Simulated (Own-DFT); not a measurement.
Simulation results for Si₂₄O₄₇ (quartz with one neutral oxygen vacancy, atoms displaced)

A calculation, not a measurement: plane-wave PBE and HSE06 DFT by an unreviewed code, no spin, of a simulated cell at Gamma alone, so results move with cell size and shape, stress positive in tension, energies less offsets, not probed for a lower state with spin; oxygen file: force components 24 meV/angstrom off all-electron in a glass; k mesh not checked against a denser one; forces and stress are PBE's, HSE06 gives the energy alone, and its difference from PBE has offsets of its own; offsets are fitted by least squares, one for each functional and potential file, so energies compare only between cells with the same atoms and settings and are not formation energies; the far tail of each file's local potential was reset to the Coulomb form; each entry is a single point on an unrelaxed cell, so the pressure reflects the starting lattice, mostly measured values (interpolated for alloys), from which strain is counted, and rises with the displacements; printed positions are rounded, which can move forces by about a meV/angstrom; the program, named Own-DFT, is a retired in-house code; no spin-orbit coupling. Program: Own-DFT development build.

Common to all runs: first functional PBE; second functional HSE06; exact exchange share 0.25; screening 0.11 1/bohr; exchange divergence Gygi-Baldereschi; potential files PseudoDojo norm-conserving, scalar-relativistic, made for PBE, standard set; wave cutoff 48 hartree; occupations fixed; k mesh 1 x 1 x 1 centred on Gamma.

(1) Si₂₄O₄₇ (quartz with one neutral oxygen vacancy, atoms displaced)

```
CELL_PARAMETERS angstrom
9.82680 0.00000 0.00000
-4.91340 8.51030 0.00000
0.00000 0.00000 10.81040
ATOMIC_POSITIONS crystal
Si 0.24103 0.99954 0.00150
Si 0.99009 0.23608 0.33126
Si 0.26390 0.26764 0.17443
O 0.21441 0.14385 0.06612
O 0.42407 0.29039 0.22831
O 0.37119 0.07876 0.39331
O 0.08421 0.37126 0.43165
O 0.13149 0.21378 0.27925
O 0.30105 0.42954 0.10085
Si 0.24084 0.99944 0.49192
Si 0.00765 0.23534 0.83173
Si 0.26898 0.27306 0.66973
O 0.20840 0.12295 0.56247
O 0.42117 0.30065 0.73179
O 0.36394 0.07957 0.89888
O 0.08277 0.36842 0.93633
O 0.13972 0.20992 0.77479
O 0.27960 0.42776 0.60847
Si 0.24281 0.50614 0.00040
Si 0.00611 0.73773 0.33041
Si 0.26746 0.76793 0.16433
O 0.20876 0.62988 0.05612
O 0.42010 0.78698 0.22923
O 0.35957 0.56144 0.39694
O 0.07511 0.86360 0.44341
O 0.13898 0.71161 0.27503
Si 0.23160 0.49588 0.49468
Si 0.99294 0.74087 0.83398
Si 0.26005 0.75890 0.67068
O 0.18680 0.62454 0.55887
O 0.42632 0.78443 0.73432
O 0.36507 0.58145 0.89417
O 0.07264 0.85790 0.94066
O 0.14115 0.70997 0.77817
O 0.28450 0.90886 0.60698
Si 0.73851 0.00471 0.00296
Si 0.50470 0.23993 0.33788
Si 0.75630 0.26342 0.17263
O 0.70197 0.13347 0.05298
O 0.91737 0.28830 0.22403
O 0.85545 0.07216 0.39298
O 0.57418 0.36019 0.43849
O 0.64046 0.20776 0.27640
O 0.79576 0.42578 0.11067
Si 0.73932 0.00416 0.49545
Si 0.50408 0.24137 0.83122
Si 0.77365 0.26483 0.66672
O 0.70799 0.13307 0.55288
O 0.92244 0.29288 0.73572
O 0.86617 0.06725 0.89843
O 0.56584 0.35992 0.93433
O 0.63452 0.20317 0.77797
O 0.79537 0.42135 0.60541
Si 0.73235 0.50278 0.99948
Si 0.50270 0.73785 0.32583
Si 0.77060 0.77443 0.16782
O 0.71231 0.63384 0.06007
O 0.92065 0.79587 0.22175
O 0.87201 0.57436 0.38524
O 0.56460 0.87094 0.43498
O 0.63724 0.70383 0.26875
O 0.78598 0.92169 0.11252
Si 0.74592 0.51536 0.50432
Si 0.49955 0.73898 0.82521
Si 0.77702 0.77212 0.67350
O 0.70224 0.63081 0.56786
O 0.92726 0.79094 0.72600
O 0.85970 0.57976 0.88381
O 0.57179 0.86995 0.93755
O 0.62606 0.70583 0.78084
O 0.79432 0.92709 0.60405
```

* PBE energy of cell above offsets: -17.626 eV
* HSE06 less PBE above offsets: -0.694 eV
* PBE pressure: 10.77 GPa
* PBE stress xx: -13.51 GPa
* PBE stress yy: -7.38 GPa
* PBE stress zz: -11.42 GPa
* PBE stress yz: 0.87 GPa
* PBE stress xz: 0.18 GPa
* PBE stress xy: -0.1 GPa

Force:
```tsv
element	x (eV/Å)	y (eV/Å)	z (eV/Å)
Si	-1.817	-1.703	3.769
Si	1.477	-0.121	0.542
Si	-0.53	1.463	-1.075
O	0.743	-3.304	-1.864
O	1.556	0.332	0.963
O	1.137	-0.808	-1.357
O	-3.775	-3.438	-1.248
O	0.131	-0.725	-0.234
O	0.828	-0.856	2.065
Si	-0.039	-1.487	4.461
Si	-1.786	-0.854	2.84
Si	-1.313	-1.883	-3.62
O	-0.873	2.526	1.514
O	3.128	0.594	0.55
O	1.888	1.152	-2.743
O	-0.442	-0.194	0.406
O	0.013	-1.289	0.074
O	1.496	-1.111	1.476
Si	0.34	-2.617	-1.501
Si	-2.212	1.127	-0.514
Si	-2.15	0.92	-3.334
O	-2.458	2.988	2.64
O	-0.231	1.023	-1.708
O	3.85	4.309	-4.239
O	-0.92	-0.697	-1.252
O	0.835	-0.298	-0.583
Si	-1.904	3.271	3.956
Si	5.999	-2.144	0.108
Si	2.427	-2.231	-1.29
O	1.388	-0.366	0.05
O	-8.394	3.149	-9.189
O	1.523	0.28	-1.492
O	0.082	3.176	2.541
O	-3.806	-0.669	2.697
O	-1.181	4.246	-2.675
Si	-1.778	-2.695	-0.805
Si	0.077	-1.863	-4.054
Si	2.356	-0.011	-5.993
O	-0.966	1.968	2.341
O	1.266	0.49	0.087
O	3.782	2.538	-4.499
O	1.378	5.612	4.592
O	-4.094	-1.804	3.896
O	-1.592	1.634	-1.9
Si	-3.675	-4.407	3.214
Si	-0.35	-3.816	-2.18
Si	-3.587	-1.978	-0.465
O	-0.767	1.906	1.962
O	2.261	0.301	0.047
O	2.337	2.085	-2.261
O	1.345	5.056	4.645
O	0.465	0.299	-1.526
O	-0.8	1.938	-0.925
Si	1.607	-2.593	-0.871
Si	1.31	-2.757	3.871
Si	-1.27	-4.869	-2.008
O	-1.57	1.964	1.106
O	6.405	0.563	3.43
O	-1.453	-1.063	1.848
O	1.316	0.201	0.225
O	-2.425	-0.651	2.15
O	-1.79	4.364	-1.94
Si	1.245	-4.345	-2.307
Si	3.043	-1.898	10.47
Si	-7.12	-1.279	-1.246
O	-0.444	1.322	0.62
O	1.476	2.097	-1.279
O	-1.046	-2.576	1.439
O	0.683	0.717	0.666
O	6.849	0.073	-3.512
O	0.515	-0.283	0.43
```

(2) Si₂₄O₄₇ (quartz with one neutral oxygen vacancy, atoms displaced)

```
CELL_PARAMETERS angstrom
9.82680 0.00000 0.00000
-4.91340 8.51030 0.00000
0.00000 0.00000 10.81040
ATOMIC_POSITIONS crystal
Si 0.23619 0.00451 0.99080
Si 0.99483 0.22806 0.33612
Si 0.26730 0.26070 0.16457
O 0.20747 0.13437 0.05812
O 0.43638 0.29981 0.22777
O 0.37671 0.07231 0.38720
O 0.06625 0.36831 0.43227
O 0.13654 0.21054 0.26778
O 0.29175 0.41595 0.10680
Si 0.24022 0.00304 0.50425
Si 0.00027 0.23202 0.83607
Si 0.26209 0.26207 0.66646
O 0.19580 0.12868 0.56324
O 0.43782 0.30691 0.73111
O 0.36630 0.08183 0.89775
O 0.07648 0.37258 0.93624
O 0.13425 0.20804 0.77330
O 0.29126 0.41779 0.60434
Si 0.23420 0.49735 0.99966
Si 0.00793 0.74453 0.33003
Si 0.26307 0.75679 0.16487
O 0.20670 0.63214 0.06234
O 0.43190 0.79439 0.22613
O 0.36919 0.57492 0.38881
O 0.07697 0.87319 0.44157
O 0.13249 0.70710 0.27518
O 0.29855 0.92537 0.11025
Si 0.24116 0.50426 0.50692
Si 0.98967 0.73121 0.83410
Si 0.28299 0.78352 0.65675
O 0.21071 0.63833 0.55598
O 0.42537 0.79158 0.72330
O 0.36492 0.57718 0.88830
O 0.08399 0.86649 0.93902
O 0.13547 0.69833 0.76933
O 0.30394 0.93102 0.60680
Si 0.74161 0.99918 0.99402
Si 0.50065 0.23281 0.33677
Si 0.75407 0.25625 0.15932
O 0.70746 0.13772 0.05739
O 0.92523 0.29249 0.22861
O 0.87235 0.08740 0.39913
O 0.57281 0.36490 0.43910
O 0.62707 0.19742 0.26726
O 0.79602 0.42745 0.10718
Si 0.74331 0.00083 0.50439
Si 0.48972 0.24026 0.84086
Si 0.75259 0.25193 0.67237
O 0.70447 0.13238 0.56509
O 0.92711 0.28382 0.72652
O 0.86697 0.08161 0.89265
O 0.57774 0.36471 0.93827
O 0.63390 0.20647 0.77213
O 0.79441 0.41974 0.60421
Si 0.73510 0.49307 0.99862
Si 0.49635 0.72913 0.32778
Si 0.76276 0.77280 0.15867
O 0.70989 0.63545 0.06526
O 0.91912 0.79314 0.22635
O 0.86772 0.57650 0.39147
O 0.58277 0.86863 0.44502
O 0.61929 0.70672 0.28249
O 0.78341 0.91741 0.11053
Si 0.72321 0.49455 0.49686
Si 0.49997 0.73128 0.83249
Si 0.76046 0.76405 0.66846
O 0.70779 0.63329 0.55574
O 0.92340 0.78982 0.72963
O 0.86792 0.58616 0.88543
O 0.58076 0.87459 0.93994
O 0.63473 0.71242 0.77746
```

* PBE energy of cell above offsets: -15.465 eV
* HSE06 less PBE above offsets: -0.614 eV
* PBE pressure: 11.4 GPa
* PBE stress xx: -7.61 GPa
* PBE stress yy: -17.06 GPa
* PBE stress zz: -9.53 GPa
* PBE stress yz: 1.26 GPa
* PBE stress xz: 1.63 GPa
* PBE stress xy: -1.58 GPa

Force:
```tsv
element	x (eV/Å)	y (eV/Å)	z (eV/Å)
Si	0.143	-2.454	7.336
Si	2.536	6.377	-4.545
Si	1.407	0.009	2.533
O	0.034	-1.284	-1.42
O	-1.156	-0.339	-0.738
O	-2.713	-3.559	3.641
O	2.29	2.916	2.94
O	-1.08	-1.166	1.6
O	-1.457	3.609	-2.574
Si	-0.173	0.493	-3.002
Si	0.28	3.625	-2.079
Si	1.685	0.219	1.444
O	1.254	-0.847	-0.579
O	-3.087	-0.199	-2.271
O	2.245	0.185	-2.849
O	-0.672	-1.035	-0.03
O	0.727	-0.743	0.866
O	0.188	1.539	0.157
Si	1.138	0.561	1.159
Si	-3.063	-2.06	1.353
Si	-0.045	3.657	2.668
O	0.5	-2.704	-2.329
O	-2.493	0.49	-1.943
O	-1.847	-2.996	2.798
O	0.353	0.315	0.13
O	1.949	-0.174	-1.065
O	-1.461	1.145	-2.096
Si	-2.02	-1.413	-5.015
Si	8.329	6.357	-3.642
Si	-1.563	-9.505	4.206
O	-0.06	1.103	0.375
O	3.52	0.575	1.642
O	-0.493	-2.047	1.56
O	-2.196	-1.811	-1.16
O	-1.421	1.793	-0.252
O	-2.355	6.587	-2.467
Si	-2.405	1.283	3.884
Si	1.344	1.507	-3.443
Si	2.721	3.516	5.203
O	1.55	-4.517	-4.499
O	-1.63	-0.745	-1.553
O	-1.282	-6.016	2.425
O	-2.182	-1.79	-0.282
O	-0.624	0.087	0.825
O	-0.03	0.279	-0.558
Si	-0.447	-1.782	2.241
Si	4.614	-1.431	-4.179
Si	4.385	5.173	-2.82
O	0.793	-2.879	-2.206
O	-1.454	0.028	-0.695
O	0.964	-2.486	0.341
O	-0.442	2.012	2.521
O	-5.852	-1.533	5.666
O	-1.359	0.215	-0.477
Si	0.288	3.876	0.961
Si	-6.432	3.916	5.873
Si	2.771	-8.5	8.27
O	0.586	-3.112	-2.989
O	0.538	0.716	0.159
O	-0.542	0.271	0.309
O	-1.154	-1.353	-1.261
O	12.47	-0.598	-6.77
O	-3.588	9.25	-4.653
Si	6.314	2.337	1.357
Si	-2.535	3.439	0.342
Si	0.214	2.057	-3.569
O	-1.406	1.217	1.701
O	-1.838	1.46	-2
O	-3.962	-9.237	5.466
O	-1.419	-2.753	-1.842
O	1.804	-1.125	-0.111
```

(3) Si₂₄O₄₇ (quartz with one neutral oxygen vacancy, atoms displaced)

```
CELL_PARAMETERS angstrom
9.82680 0.00000 0.00000
-4.91340 8.51030 0.00000
0.00000 0.00000 10.81040
ATOMIC_POSITIONS crystal
Si 0.23427 0.99009 0.00099
Si 0.00524 0.23389 0.33581
Si 0.26086 0.26436 0.17098
O 0.21132 0.13031 0.05169
O 0.42928 0.28878 0.23351
O 0.36301 0.07222 0.38873
O 0.08437 0.37262 0.44072
O 0.13445 0.21277 0.27360
O 0.28079 0.42617 0.11194
Si 0.23588 0.99952 0.49639
Si 0.99846 0.23165 0.83579
Si 0.25601 0.26286 0.66296
O 0.20534 0.12616 0.56050
O 0.42013 0.29215 0.72353
O 0.35477 0.06976 0.89498
O 0.07745 0.36839 0.93676
O 0.13862 0.21425 0.76465
O 0.28814 0.41979 0.61722
Si 0.22932 0.49214 0.00339
Si 0.99660 0.73707 0.33052
Si 0.26839 0.76394 0.16791
O 0.20677 0.62864 0.05694
O 0.42991 0.79561 0.21756
O 0.37732 0.58312 0.39833
O 0.08090 0.86371 0.44476
O 0.13953 0.71510 0.27597
O 0.30260 0.93414 0.11185
Si 0.22982 0.49383 0.50856
Si 0.00083 0.74128 0.83033
Si 0.26058 0.77018 0.65802
O 0.20324 0.63081 0.55419
O 0.42479 0.78656 0.72810
O 0.36726 0.57573 0.88787
O 0.07073 0.86499 0.93524
O 0.13560 0.70217 0.77268
O 0.29380 0.93812 0.61531
Si 0.73535 0.99616 0.00349
Si 0.50851 0.24056 0.33840
Si 0.76882 0.26016 0.16885
O 0.71653 0.14183 0.05271
O 0.86817 0.06984 0.39187
O 0.57974 0.36563 0.44114
O 0.63350 0.20696 0.28058
O 0.79525 0.42201 0.10322
Si 0.73227 0.00102 0.49490
Si 0.50392 0.23616 0.82593
Si 0.76309 0.26329 0.66363
O 0.70691 0.13390 0.55956
O 0.93565 0.30550 0.72417
O 0.86505 0.06846 0.89598
O 0.58158 0.37304 0.93679
O 0.62902 0.21180 0.77445
O 0.79139 0.43501 0.61216
Si 0.73242 0.49951 0.00066
Si 0.49772 0.72759 0.33058
Si 0.76608 0.76458 0.16377
O 0.70746 0.62733 0.05447
O 0.92650 0.79299 0.22050
O 0.85671 0.56819 0.39060
O 0.57155 0.87623 0.44003
O 0.63309 0.69725 0.28233
O 0.79041 0.91922 0.10933
Si 0.72930 0.50294 0.50895
Si 0.49263 0.72957 0.82487
Si 0.75961 0.75838 0.66144
O 0.70066 0.63344 0.55764
O 0.91579 0.77476 0.72254
O 0.86241 0.56794 0.89133
O 0.56835 0.86365 0.93967
O 0.62825 0.69844 0.77415
O 0.79724 0.93874 0.60726
```

- PBE energy of cell above offsets: -19.324 eV
- HSE06 less PBE above offsets: -0.504 eV
- PBE pressure: 8.46 GPa
- PBE stress xx: -9.54 GPa
- PBE stress yy: -8.79 GPa
- PBE stress zz: -7.06 GPa
- PBE stress yz: -0.75 GPa
- PBE stress xz: 0.82 GPa
- PBE stress xy: 1.34 GPa

Force:
```tsv
element	x (eV/Å)	y (eV/Å)	z (eV/Å)
Si	-0.738	0.682	0.42
Si	-5.334	0.857	-0.508
Si	4.388	-0.701	-3.45
O	-1.928	2.665	3.159
O	-3.29	0.93	-2.356
O	0.754	0.36	-0.035
O	-2.222	-3.4	-1.968
O	1.242	-1.486	0.567
O	2.364	-1.668	2.355
Si	1.534	1.5	1.148
Si	0.311	0.405	-2.1
Si	5.819	-3.321	-0.719
O	-1.47	1.324	-0.188
O	1.12	-0.04	0.227
O	3.03	2.496	-3.282
O	-1.305	-1.753	-0.271
O	-5.014	-2.554	5.286
O	-2.139	5.694	-3.52
Si	1.39	3.452	-3.765
Si	1.006	-1.535	1.593
Si	-1.959	-0.147	-2.166
O	-1.487	2.068	1.6
O	3.358	-0.433	2.168
O	-2.453	-4.714	3.162
O	-2.34	-2.697	-1.742
O	-0.549	-0.583	0.191
O	0.189	-1.436	0.273
Si	3.993	3.236	-0.076
Si	1.668	-5.11	0.239
Si	2.093	-1.537	2.717
O	-0.954	1.733	0.886
O	-4.87	2.059	-5.421
O	-1.637	-3.522	2.812
O	-0.172	1.238	1.929
O	-1.178	0.629	-0.15
O	0.46	0.053	-0.743
Si	-2.188	-1.018	-1.517
Si	-1.612	-2.63	-0.45
Si	0.863	1.221	2.039
O	0.055	-1.074	0.15
O	0.725	0.272	-0.29
O	-0.999	1.073	2.183
O	3.114	-0.398	-1.913
O	0.286	-0.131	1.091
Si	1.149	0.273	1.419
Si	-7.592	0.296	4.532
Si	0.397	2.168	1.9
O	-0.688	0.388	-0.508
O	-0.819	-1.257	0.355
O	1.07	0.553	-0.899
O	-2.326	-3.382	-1.863
O	6.755	-1.241	-3.448
O	1.236	-1.542	1.322
Si	4.376	-1.67	-1.528
Si	-0.201	5.115	-0.619
Si	-0.862	-4.405	1.165
O	-3.049	4.471	3.323
O	1.085	0.611	0.488
O	0.27	1.527	0.132
O	-1.138	-2.697	-2.259
O	1.817	0.724	-2.133
O	-0.91	2.577	-0.706
Si	2.5	-1.154	-3.599
Si	3.271	0.746	4.434
Si	-1.945	3.718	2.773
O	-1.913	0.445	-1.043
O	-0.759	1.308	-1.66
O	1.102	1.907	-0.762
O	0.859	0.551	0.146
O	1.383	0.464	-1.43
O	1.007	-2.554	0.903
```
